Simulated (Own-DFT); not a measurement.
# Computed records: SiC (3C silicon carbide, atoms displaced)

Computed with Own-DFT development build. A calculation, not a measurement: plane-wave PBE density functional theory by an unreviewed code, no spin, of a simulated periodic cell, stress positive in tension, free energy of the whole cell less one offset for each atom, forces on such cells passed a denser k mesh, this cell's mesh not checked; offsets are fitted by least squares, one for each functional and potential file, so energies compare only between cells with the same atoms and settings and are not formation energies; the far tail of each file's local potential was reset to the Coulomb form; each entry is a single point on an unrelaxed cell, so the pressure reflects the starting lattice, mostly measured values (interpolated for alloys), from which strain is counted, and rises with the displacements; printed positions are rounded, which can move forces by about a meV/angstrom; the program, named Own-DFT, is a retired in-house code; no spin-orbit coupling.

Common to all runs: functional PBE; potential files PseudoDojo norm-conserving, scalar-relativistic, standard set; wave cutoff 42 hartree; occupations Fermi-Dirac; smearing width 0.1 eV; hardware one NVIDIA H100; k mesh 4 x 4 x 4 centred on Gamma.

(1) SiC (3C silicon carbide, atoms displaced)

```cif
# cell vector a (Å): 8.7192 0.0000 0.0000
# cell vector b (Å): 0.0000 8.7192 0.0000
# cell vector c (Å): 0.0000 0.0000 8.7192
data_SiC
_symmetry_space_group_name_H-M 'P 1'
_symmetry_Int_Tables_number 1
_cell_length_a 8.7192
_cell_length_b 8.7192
_cell_length_c 8.7192
_cell_angle_alpha 90.000
_cell_angle_beta 90.000
_cell_angle_gamma 90.000
_cell_volume 662.87
loop_
_atom_site_label
_atom_site_type_symbol
_atom_site_fract_x
_atom_site_fract_y
_atom_site_fract_z
_atom_site_occupancy
Si1 Si 0.00750 0.99942 0.00403 1
Si2 Si 0.00057 0.25576 0.23562 1
Si3 Si 0.24341 0.99224 0.25514 1
Si4 Si 0.23991 0.26199 0.00494 1
C1 C 0.13825 0.12123 0.12386 1
C2 C 0.11757 0.37206 0.38149 1
C3 C 0.37720 0.12684 0.36658 1
C4 C 0.38220 0.36382 0.11746 1
Si5 Si 0.00322 0.99860 0.50528 1
Si6 Si 0.99987 0.24226 0.74981 1
Si7 Si 0.24578 0.00493 0.75161 1
Si8 Si 0.25916 0.25884 0.49087 1
C5 C 0.13824 0.13389 0.61651 1
C6 C 0.13143 0.38108 0.87095 1
C7 C 0.38109 0.11936 0.88109 1
C8 C 0.38228 0.38072 0.63040 1
Si9 Si 0.00287 0.48744 0.00368 1
Si10 Si 0.00631 0.76117 0.25186 1
Si11 Si 0.25447 0.50778 0.24088 1
Si12 Si 0.24847 0.75161 0.99482 1
C9 C 0.12018 0.61475 0.13965 1
C10 C 0.13484 0.87545 0.38200 1
C11 C 0.37072 0.63492 0.39751 1
C12 C 0.37133 0.87505 0.13340 1
Si13 Si 0.00453 0.50146 0.50739 1
Si14 Si 0.99541 0.74274 0.74073 1
Si15 Si 0.24831 0.50349 0.74585 1
Si16 Si 0.24255 0.75112 0.49383 1
C13 C 0.13710 0.63220 0.63079 1
C14 C 0.12604 0.88034 0.86198 1
C15 C 0.37096 0.63088 0.86460 1
C16 C 0.37338 0.87039 0.63227 1
Si17 Si 0.49369 0.99877 0.01037 1
Si18 Si 0.50100 0.26627 0.25283 1
Si19 Si 0.74927 0.98956 0.24969 1
Si20 Si 0.75493 0.25291 0.99712 1
C17 C 0.61836 0.12526 0.12583 1
C18 C 0.61104 0.38154 0.37084 1
C19 C 0.87809 0.12544 0.36853 1
C20 C 0.88088 0.37845 0.13531 1
Si21 Si 0.50815 0.00274 0.50154 1
Si22 Si 0.50060 0.24086 0.74243 1
Si23 Si 0.74553 0.00206 0.75397 1
Si24 Si 0.74453 0.24911 0.49026 1
C21 C 0.61090 0.12807 0.61999 1
C22 C 0.63179 0.38030 0.87794 1
C23 C 0.86129 0.12573 0.87423 1
C24 C 0.87532 0.37969 0.61834 1
Si25 Si 0.50046 0.50264 0.99792 1
Si26 Si 0.49440 0.75242 0.27019 1
Si27 Si 0.75280 0.51205 0.24838 1
Si28 Si 0.75432 0.75339 0.00968 1
C25 C 0.61977 0.62541 0.12807 1
C26 C 0.63609 0.88151 0.37786 1
C27 C 0.85987 0.63195 0.37274 1
C28 C 0.86251 0.87774 0.12404 1
Si29 Si 0.50614 0.50739 0.50406 1
Si30 Si 0.50573 0.74227 0.74927 1
Si31 Si 0.75206 0.50210 0.74484 1
Si32 Si 0.75618 0.76399 0.51006 1
C29 C 0.62000 0.62550 0.61630 1
C30 C 0.62343 0.87891 0.88360 1
C31 C 0.86039 0.60251 0.87065 1
C32 C 0.86968 0.87326 0.62961 1
```

Results for SiC (3C silicon carbide, atoms displaced): free energy of cell above offsets -2.064 eV; pressure 6.17 GPa; stress xx -5.84 GPa; stress yy -6.26 GPa; stress zz -6.42 GPa; stress yz -1.04 GPa; stress xz -1.15 GPa; stress xy -0.08 GPa; wall time 362.1 s.

Force:
```csv
element,x (eV/Å),y (eV/Å),z (eV/Å)
Si,-1.62,0.045,-1.4
Si,1.422,-2.303,4.085
Si,2.915,2.516,-0.515
Si,3.268,-2.652,-1.725
C,-2.919,0.736,0.123
C,1.603,1.116,-2.001
C,-0.046,-0.087,1
C,-1.611,3.818,0.468
Si,-0.129,1.653,-0.618
Si,-0.046,1.448,-1.019
Si,2.831,0.286,-1.03
Si,-0.026,-0.531,0.671
C,-1.899,-1.223,1.431
C,-1.788,-1.172,0.535
C,-2.032,1.371,-0.956
C,-0.769,-0.421,-1.059
Si,-0.902,2.197,-0.888
Si,-2.101,-1.939,0.285
Si,1.272,-2.427,3.337
Si,0.19,-0.066,0.502
C,-0.724,3.056,-3.65
C,-3.622,0.642,-1.011
C,1.305,-2.467,-3.907
C,-0.319,-1.311,-0.174
Si,-0.694,0.562,-1.672
Si,0.227,0.236,2.582
Si,1.947,-0.474,0.473
Si,2.147,0.738,4.357
C,-3.077,-0.802,-1.775
C,-2.176,-1.631,2.473
C,0.42,-1.338,2.306
C,0.397,1.007,-1.539
Si,0.705,0.401,-0.601
Si,-0.625,-4.509,-1.609
Si,-0.59,4.212,-0.16
Si,-2.197,0.19,1.726
C,1.758,0.676,0.753
C,3.385,1.309,1.173
C,-0.165,-0.823,0.208
C,-1.94,0.148,-2.45
Si,-3.212,-1.335,-1.199
Si,-1.173,2.405,3.479
Si,-1.38,-0.379,-0.199
Si,0.476,0.676,0.38
C,4.503,-0.399,0.118
C,-0.94,-0.803,-1.322
C,3.615,-0.112,0.007
C,-0.504,-1.522,0.866
Si,-0.131,-0.2,-0.694
Si,1.004,0.111,-1.766
Si,-1.679,-1.745,0.179
Si,-2.445,-2.197,-2.788
C,-0.033,0.969,0.366
C,-2.02,-1.214,1.169
C,3.674,1.282,1.897
C,5.03,-0.124,0.227
Si,-2.246,-1.48,-0.63
Si,-0.906,2.249,0.148
Si,-2.761,-2.469,-1.738
Si,-2.645,-3.147,-2.837
C,3.176,1.563,2.177
C,0.38,-1.239,-0.74
C,4.388,4.851,3.202
C,2.058,2.074,0.967
```

(2) SiC (3C silicon carbide, atoms displaced)

```cif
# cell vector a (Å): 8.7192 0.0000 0.0000
# cell vector b (Å): 0.0000 8.7192 0.0000
# cell vector c (Å): 0.0000 0.0000 8.7192
data_SiC
_symmetry_space_group_name_H-M 'P 1'
_symmetry_Int_Tables_number 1
_cell_length_a 8.7192
_cell_length_b 8.7192
_cell_length_c 8.7192
_cell_angle_alpha 90.000
_cell_angle_beta 90.000
_cell_angle_gamma 90.000
_cell_volume 662.87
loop_
_atom_site_label
_atom_site_type_symbol
_atom_site_fract_x
_atom_site_fract_y
_atom_site_fract_z
_atom_site_occupancy
Si1 Si 0.99495 0.98727 0.00569 1
Si2 Si 0.01057 0.25197 0.24357 1
Si3 Si 0.25881 0.00346 0.26454 1
Si4 Si 0.24575 0.26473 0.00188 1
C1 C 0.12648 0.11948 0.13569 1
C2 C 0.13123 0.37940 0.37058 1
C3 C 0.38039 0.12632 0.37530 1
C4 C 0.37171 0.36658 0.11803 1
Si5 Si 0.99159 0.01255 0.49875 1
Si6 Si 0.99288 0.24786 0.76075 1
Si7 Si 0.26037 0.99201 0.74962 1
Si8 Si 0.24327 0.23324 0.49652 1
C5 C 0.12945 0.13241 0.61054 1
C6 C 0.13785 0.36827 0.88042 1
C7 C 0.38080 0.12228 0.87884 1
C8 C 0.38409 0.37865 0.63281 1
Si9 Si 0.00741 0.49950 0.98929 1
Si10 Si 0.00280 0.74759 0.25092 1
Si11 Si 0.23986 0.49006 0.26609 1
Si12 Si 0.26221 0.74932 0.99604 1
C9 C 0.13505 0.61830 0.12232 1
C10 C 0.13949 0.86835 0.36413 1
C11 C 0.38088 0.62075 0.36901 1
C12 C 0.39007 0.86917 0.12073 1
Si13 Si 0.01235 0.50608 0.48909 1
Si14 Si 0.00622 0.75672 0.75236 1
Si15 Si 0.25532 0.49382 0.75975 1
Si16 Si 0.25317 0.75209 0.49000 1
C13 C 0.11713 0.62920 0.62396 1
C14 C 0.12312 0.87848 0.88205 1
C15 C 0.38323 0.62072 0.87983 1
C16 C 0.38986 0.86946 0.62503 1
Si17 Si 0.50236 0.99446 0.00442 1
Si18 Si 0.49456 0.25240 0.24548 1
Si19 Si 0.74761 0.00494 0.25005 1
Si20 Si 0.74977 0.25291 0.00049 1
C17 C 0.62294 0.13155 0.12763 1
C18 C 0.62726 0.36206 0.37169 1
C19 C 0.87412 0.11399 0.35922 1
C20 C 0.86440 0.37786 0.13926 1
Si21 Si 0.51161 0.00015 0.49376 1
Si22 Si 0.50710 0.24462 0.76062 1
Si23 Si 0.75331 0.00447 0.75459 1
Si24 Si 0.74906 0.25201 0.50368 1
C21 C 0.62018 0.12844 0.62796 1
C22 C 0.63221 0.36874 0.86979 1
C23 C 0.86729 0.13008 0.87307 1
C24 C 0.86835 0.36678 0.61552 1
Si25 Si 0.49843 0.50309 0.99206 1
Si26 Si 0.50756 0.74602 0.24618 1
Si27 Si 0.76392 0.49703 0.24316 1
Si28 Si 0.75206 0.74740 0.98812 1
C25 C 0.62795 0.61096 0.12720 1
C26 C 0.61397 0.87850 0.37539 1
C27 C 0.87235 0.62684 0.37341 1
C28 C 0.87628 0.88622 0.12845 1
Si29 Si 0.49312 0.49073 0.50028 1
Si30 Si 0.49062 0.74576 0.76008 1
Si31 Si 0.75260 0.50154 0.74849 1
Si32 Si 0.74152 0.77439 0.50689 1
C29 C 0.62454 0.62679 0.63325 1
C30 C 0.62375 0.87299 0.87349 1
C31 C 0.85865 0.62631 0.86886 1
C32 C 0.86656 0.87501 0.62308 1
```

The calculation gives: free energy of cell above offsets -0.547 eV; pressure 7.51 GPa; stress xx -7.4 GPa; stress yy -7.49 GPa; stress zz -7.65 GPa; stress yz -0.27 GPa; stress xz 0.39 GPa; stress xy -0.9 GPa; wall time 372.6 s.

Force:
```csv
element,x (eV/Å),y (eV/Å),z (eV/Å)
Si,1.504,3.865,-0.267
Si,-2.517,-0.448,0.909
Si,-0.195,-1.138,-3.49
Si,2.147,-6.472,1.763
C,0.705,0.502,-2.222
C,-3.019,-4.346,3.372
C,-0.018,-0.107,0.7
C,0.853,2.823,1.769
Si,1.047,-2.298,-0.633
Si,1.628,0.882,-3.078
Si,-0.36,1.685,-0.353
Si,4.077,5.003,-1.155
C,-3.463,-3.512,4.954
C,-4.454,1.988,-2.881
C,-1.41,0.05,0.088
C,-2.2,-2.11,0.215
Si,-1.6,0.789,2.07
Si,0.025,0.268,-1.009
Si,5.531,4.08,-5.872
Si,-1.291,-0.121,2.035
C,-1.243,0.78,-0.141
C,-2.304,0.978,1.614
C,-1.08,-0.258,0.81
C,-2.004,0.31,1.248
Si,-3.234,-0.639,1.762
Si,-2.154,-0.935,-0.934
Si,0.045,1.009,-2.526
Si,1.203,-1.104,1.822
C,2.388,-0.353,0.71
C,1.348,-0.977,-1.316
C,-2.9,0.79,-1.035
C,-2.414,0.574,-0.692
Si,0.967,1.658,-0.718
Si,1.14,-0.03,0.186
Si,-1.438,-0.883,-1.359
Si,-0.599,0.071,1.374
C,0.238,-1.351,-0.877
C,-0.518,2.17,0.159
C,1.267,3.256,3.007
C,5.698,-3.895,-5.575
Si,-2.463,1.664,2.712
Si,-1.332,0.464,-1.554
Si,-2.173,-0.812,-1.234
Si,-1.18,-2.058,-2.072
C,1.635,-1.197,-0.54
C,-0.395,1.737,1.162
C,1.805,-1.336,1.986
C,3.293,2.539,2.331
Si,2.153,-2.923,2.706
Si,-0.394,-1.153,0.022
Si,-4.88,2.741,4.369
Si,-1.592,1.019,3.332
C,0.279,1.985,-1.14
C,2.717,-0.693,-1.915
C,0.587,0.992,0.425
C,-1.645,-3.716,0.143
Si,2.793,1.487,-0.427
Si,3.338,0.359,-2.319
Si,-1.387,-1.283,-2.048
Si,-0.814,-5.346,-1.267
C,-0.611,0.232,-1.388
C,0.349,0.513,0.376
C,5.28,-0.549,0.033
C,3.239,2.774,1.871
```

(3) SiC (3C silicon carbide, atoms displaced)

```cif
# cell vector a (Å): 8.7192 0.0000 0.0000
# cell vector b (Å): 0.0000 8.7192 0.0000
# cell vector c (Å): 0.0000 0.0000 8.7192
data_SiC
_symmetry_space_group_name_H-M 'P 1'
_symmetry_Int_Tables_number 1
_cell_length_a 8.7192
_cell_length_b 8.7192
_cell_length_c 8.7192
_cell_angle_alpha 90.000
_cell_angle_beta 90.000
_cell_angle_gamma 90.000
_cell_volume 662.87
loop_
_atom_site_label
_atom_site_type_symbol
_atom_site_fract_x
_atom_site_fract_y
_atom_site_fract_z
_atom_site_occupancy
Si1 Si 0.00094 0.00354 0.99052 1
Si2 Si 0.00314 0.24304 0.24830 1
Si3 Si 0.24196 0.00682 0.26388 1
Si4 Si 0.24966 0.24295 0.00399 1
C1 C 0.11838 0.12464 0.11938 1
C2 C 0.12394 0.36811 0.36509 1
C3 C 0.37898 0.13229 0.36928 1
C4 C 0.38452 0.37682 0.12014 1
Si5 Si 0.99441 0.00641 0.51044 1
Si6 Si 0.00715 0.24758 0.75145 1
Si7 Si 0.24779 0.00117 0.75520 1
Si8 Si 0.25162 0.23446 0.49883 1
C5 C 0.11491 0.12195 0.62299 1
C6 C 0.13008 0.37253 0.86680 1
C7 C 0.37321 0.12291 0.87258 1
C8 C 0.37382 0.37729 0.60702 1
Si9 Si 0.99819 0.51200 0.00534 1
Si10 Si 0.00150 0.74799 0.24711 1
Si11 Si 0.24866 0.50463 0.25147 1
Si12 Si 0.25339 0.75483 0.99787 1
C9 C 0.11586 0.61953 0.14143 1
C10 C 0.12890 0.88504 0.37742 1
C11 C 0.37428 0.63227 0.37416 1
C12 C 0.38351 0.85740 0.13259 1
Si13 Si 0.00682 0.50900 0.49891 1
Si14 Si 0.01142 0.75392 0.75740 1
Si15 Si 0.25311 0.49790 0.75319 1
Si16 Si 0.24753 0.74290 0.49466 1
C13 C 0.12523 0.62792 0.62893 1
C14 C 0.13239 0.87804 0.87782 1
C15 C 0.38732 0.61910 0.87013 1
C16 C 0.38259 0.87523 0.62530 1
Si17 Si 0.50655 0.00482 0.00202 1
Si18 Si 0.50841 0.25204 0.24538 1
Si19 Si 0.74147 0.00732 0.25432 1
Si20 Si 0.74990 0.25052 0.00267 1
C17 C 0.61913 0.12625 0.12572 1
C18 C 0.62009 0.38045 0.38598 1
C19 C 0.87166 0.12581 0.37205 1
C20 C 0.87505 0.37172 0.12289 1
Si21 Si 0.50776 0.00893 0.50140 1
Si22 Si 0.48501 0.25249 0.75006 1
Si23 Si 0.75118 0.00540 0.74544 1
Si24 Si 0.74372 0.24869 0.50249 1
C21 C 0.62455 0.12023 0.62891 1
C22 C 0.62041 0.36366 0.87037 1
C23 C 0.88306 0.12647 0.87478 1
C24 C 0.88206 0.37342 0.62089 1
Si25 Si 0.49238 0.48769 0.99994 1
Si26 Si 0.50459 0.75322 0.24866 1
Si27 Si 0.75648 0.49948 0.25299 1
Si28 Si 0.74552 0.75502 0.00108 1
C25 C 0.61821 0.61944 0.13346 1
C26 C 0.61908 0.87662 0.37572 1
C27 C 0.87876 0.62767 0.37221 1
C28 C 0.89066 0.86307 0.12376 1
Si29 Si 0.49361 0.49600 0.50135 1
Si30 Si 0.49413 0.74269 0.75295 1
Si31 Si 0.76523 0.49766 0.75508 1
Si32 Si 0.75702 0.75260 0.50794 1
C29 C 0.61710 0.62492 0.61907 1
C30 C 0.62633 0.87681 0.87357 1
C31 C 0.87294 0.62860 0.87623 1
C32 C 0.87969 0.86368 0.62961 1
```

The calculation gives: free energy of cell above offsets -4.716 eV; pressure 5.53 GPa; stress xx -5.36 GPa; stress yy -5.49 GPa; stress zz -5.75 GPa; stress yz 0.02 GPa; stress xz -0.29 GPa; stress xy -0.97 GPa; wall time 388.2 s.

Force:
```csv
element,x (eV/Å),y (eV/Å),z (eV/Å)
Si,-0.09,-1.718,2.231
Si,-1.387,1.275,-0.239
Si,2.123,-0.747,-3.002
Si,0.331,1.591,-0.645
C,1.376,-0.672,0.909
C,0.906,0.667,1.841
C,0.359,-1.157,0.53
C,-3.363,-1.987,2.066
Si,-0.62,-2.458,-2.62
Si,-1.231,1.385,-0.761
Si,1.213,-0.813,-2.276
Si,-1.042,2.831,-0.682
C,2.759,0.466,1.53
C,-0.127,0.553,2.384
C,-0.313,0.201,1.172
C,-2.071,-2.192,3.688
Si,-0.042,-2.347,-0.741
Si,0.217,1.466,2.5
Si,1.301,-1.534,0.242
Si,0.744,-1.716,1.505
C,2.258,0.607,-3.391
C,-2.16,-1.869,1.25
C,0.125,-1.806,-0.255
C,-2.455,4.571,-2.462
Si,-0.818,-2.144,-0.393
Si,-1.528,-0.943,-0.564
Si,0.171,0.234,-1.671
Si,0.841,2.674,1.304
C,0.807,-0.347,0.064
C,-0.592,-0.201,-0.005
C,-3.17,-0.478,1.734
C,-1.767,0.383,0.041
Si,-1.643,-2.2,-0.72
Si,-1.438,1.555,1.515
Si,1.522,-2.207,-0.568
Si,-0.068,-0.236,-1.01
C,1.978,0.12,-0.268
C,1.476,-1.405,-2.258
C,-0.133,0.096,1.072
C,0.134,0.435,0.396
Si,-1.886,-2.227,-0.51
Si,1.997,-0.228,-1.162
Si,0.468,-1.759,1.446
Si,1.04,0.986,0.084
C,-0.077,2.024,-0.195
C,0.955,1.353,0.635
C,-1.755,0.159,-0.567
C,-0.127,0.052,0.603
Si,3.475,2.608,-1.193
Si,0.342,-2.051,2.047
Si,-1.341,-0.066,0.097
Si,0.386,-1.07,0.753
C,1.489,-0.094,-1.609
C,1.947,0.505,0.458
C,-0.087,0.275,1.107
C,-3.062,3.116,-1.43
Si,1.201,2.83,-1.403
Si,2.438,2.108,-1.834
Si,-2.894,-0.479,-1.721
Si,-2.19,-1.401,-1.809
C,1.809,-0.286,1.448
C,-0.105,0.429,0.15
C,1.137,0.518,0.557
C,0.254,2.763,0.607
```

(4) SiC (3C silicon carbide, atoms displaced)

```cif
# cell vector a (Å): 8.7192 0.0000 0.0000
# cell vector b (Å): 0.0000 8.7192 0.0000
# cell vector c (Å): 0.0000 0.0000 8.7192
data_SiC
_symmetry_space_group_name_H-M 'P 1'
_symmetry_Int_Tables_number 1
_cell_length_a 8.7192
_cell_length_b 8.7192
_cell_length_c 8.7192
_cell_angle_alpha 90.000
_cell_angle_beta 90.000
_cell_angle_gamma 90.000
_cell_volume 662.87
loop_
_atom_site_label
_atom_site_type_symbol
_atom_site_fract_x
_atom_site_fract_y
_atom_site_fract_z
_atom_site_occupancy
Si1 Si 0.00013 0.99740 0.01293 1
Si2 Si 0.00226 0.23811 0.23613 1
Si3 Si 0.26568 0.00321 0.25187 1
Si4 Si 0.25296 0.24474 0.99218 1
C1 C 0.11694 0.11899 0.13625 1
C2 C 0.12892 0.38167 0.36371 1
C3 C 0.37369 0.13638 0.38922 1
C4 C 0.37542 0.36740 0.11961 1
Si5 Si 0.99836 0.99920 0.50552 1
Si6 Si 0.98933 0.25108 0.75081 1
Si7 Si 0.25192 0.99585 0.74700 1
Si8 Si 0.25540 0.24368 0.49616 1
C5 C 0.11835 0.12845 0.62436 1
C6 C 0.12191 0.37102 0.87278 1
C7 C 0.37450 0.13746 0.87609 1
C8 C 0.38734 0.36680 0.62744 1
Si9 Si 0.99118 0.50829 0.00387 1
Si10 Si 0.99518 0.74461 0.24291 1
Si11 Si 0.24854 0.50970 0.25077 1
Si12 Si 0.24468 0.76275 0.99285 1
C9 C 0.12530 0.63327 0.12227 1
C10 C 0.13404 0.86876 0.37852 1
C11 C 0.37914 0.62588 0.38631 1
C12 C 0.38299 0.88081 0.12694 1
Si13 Si 0.99475 0.50103 0.50015 1
Si14 Si 0.98402 0.75295 0.74753 1
Si15 Si 0.25677 0.50077 0.76474 1
Si16 Si 0.25904 0.75022 0.50640 1
C13 C 0.12945 0.61883 0.63241 1
C14 C 0.13782 0.88611 0.88195 1
C15 C 0.38242 0.62489 0.87626 1
C16 C 0.36806 0.88388 0.63212 1
Si17 Si 0.48490 0.00388 0.00303 1
Si18 Si 0.50299 0.23535 0.23729 1
Si19 Si 0.73886 0.99268 0.24725 1
Si20 Si 0.74883 0.25888 0.00344 1
C17 C 0.63393 0.12813 0.12234 1
C18 C 0.63687 0.37118 0.37712 1
C19 C 0.86763 0.13687 0.36577 1
C20 C 0.87815 0.36487 0.12256 1
Si21 Si 0.51016 0.99289 0.50148 1
Si22 Si 0.49261 0.23918 0.74033 1
Si23 Si 0.75385 0.99726 0.75793 1
Si24 Si 0.76033 0.25555 0.50131 1
C21 C 0.62524 0.12748 0.63185 1
C22 C 0.62386 0.37580 0.87094 1
C23 C 0.88070 0.13415 0.87755 1
C24 C 0.88221 0.37710 0.63461 1
Si25 Si 0.49899 0.49591 0.01135 1
Si26 Si 0.50140 0.74139 0.25616 1
Si27 Si 0.75366 0.50275 0.25474 1
Si28 Si 0.75060 0.75364 0.99179 1
C25 C 0.62895 0.62617 0.12742 1
C26 C 0.63044 0.87758 0.39338 1
C27 C 0.87208 0.60925 0.36938 1
C28 C 0.88633 0.86230 0.12503 1
Si29 Si 0.48658 0.49725 0.50255 1
Si30 Si 0.49510 0.74199 0.75206 1
Si31 Si 0.74425 0.50149 0.73813 1
Si32 Si 0.75164 0.75193 0.50189 1
C29 C 0.63266 0.61466 0.60984 1
C30 C 0.63071 0.87399 0.88265 1
C31 C 0.87349 0.63069 0.87493 1
C32 C 0.87240 0.87250 0.62649 1
```

Results for SiC (3C silicon carbide, atoms displaced): free energy of cell above offsets -1.844 eV; pressure 6.69 GPa; stress xx -6.43 GPa; stress yy -6.85 GPa; stress zz -6.79 GPa; stress yz 1.44 GPa; stress xz 1.02 GPa; stress xy 2.48 GPa; wall time 359.3 s.

Force:
```csv
element,x (eV/Å),y (eV/Å),z (eV/Å)
Si,0.559,0.882,-2.17
Si,-1.283,3.875,3.688
Si,-2.949,-0.166,1.63
Si,-3.078,1.936,1.948
C,4.523,-1.678,-2.668
C,-0.948,-1.506,1.545
C,3.893,-4.594,-4.346
C,-0.449,0.646,1.391
Si,0.508,0.397,-2.193
Si,3.328,0.063,0.394
Si,-1.925,3.44,1.308
Si,-3.564,3.909,2.367
C,0.893,-0.471,0.311
C,0.277,0.892,1.133
C,0.18,-3.768,-1.189
C,-3.57,1.505,-0.456
Si,1.621,-1.985,-0.879
Si,2.334,-0.508,3.339
Si,0.458,-1.251,-0.661
Si,2.189,-2.63,2.066
C,0.621,-0.612,-0.641
C,-1.107,0.528,-0.463
C,-0.942,0.338,-2.039
C,-1.021,-1.827,0.948
Si,2.6,-1.027,0.198
Si,4.326,-1.116,0.911
Si,-1.323,-1.557,-1.974
Si,-2.492,-0.061,0.409
C,-0.601,1.319,-0.507
C,-3.659,0.241,-1.719
C,-1.204,0.143,1.937
C,3.368,-2.615,-1.629
Si,3.971,0.677,-1.697
Si,-0.071,3.244,3.368
Si,2.651,1.048,0.656
Si,0.166,-0.673,-2.165
C,-1.794,-2.346,-0.82
C,-2.787,0.693,-0.834
C,1.068,-3.092,0.985
C,-0.203,2.957,0.383
Si,-2.361,3.245,2.398
Si,2.662,1.805,2.453
Si,-0.764,1.608,-0.204
Si,-1.485,-0.479,0.466
C,1.635,-1.85,-1.28
C,-0.374,0.124,0.374
C,-1.518,-2.715,1.364
C,-1.628,0.615,-2.158
Si,1.184,0.268,-2.12
Si,0.763,1.333,-0.197
Si,-1.812,-3.243,-1.945
Si,0.215,-1.32,2.388
C,-0.189,-0.043,0.114
C,-0.339,-1.493,-4.065
C,1.718,4.606,1.937
C,-3.843,2.15,-0.648
Si,3.956,-1.781,-0.749
Si,2.26,1.596,-0.822
Si,0.889,-1.08,2.647
Si,0.702,-1.933,-0.46
C,-2.382,2.149,1.24
C,-2.521,1.025,-1.525
C,-1.004,-0.84,-0.648
C,-0.33,1.006,-0.426
```
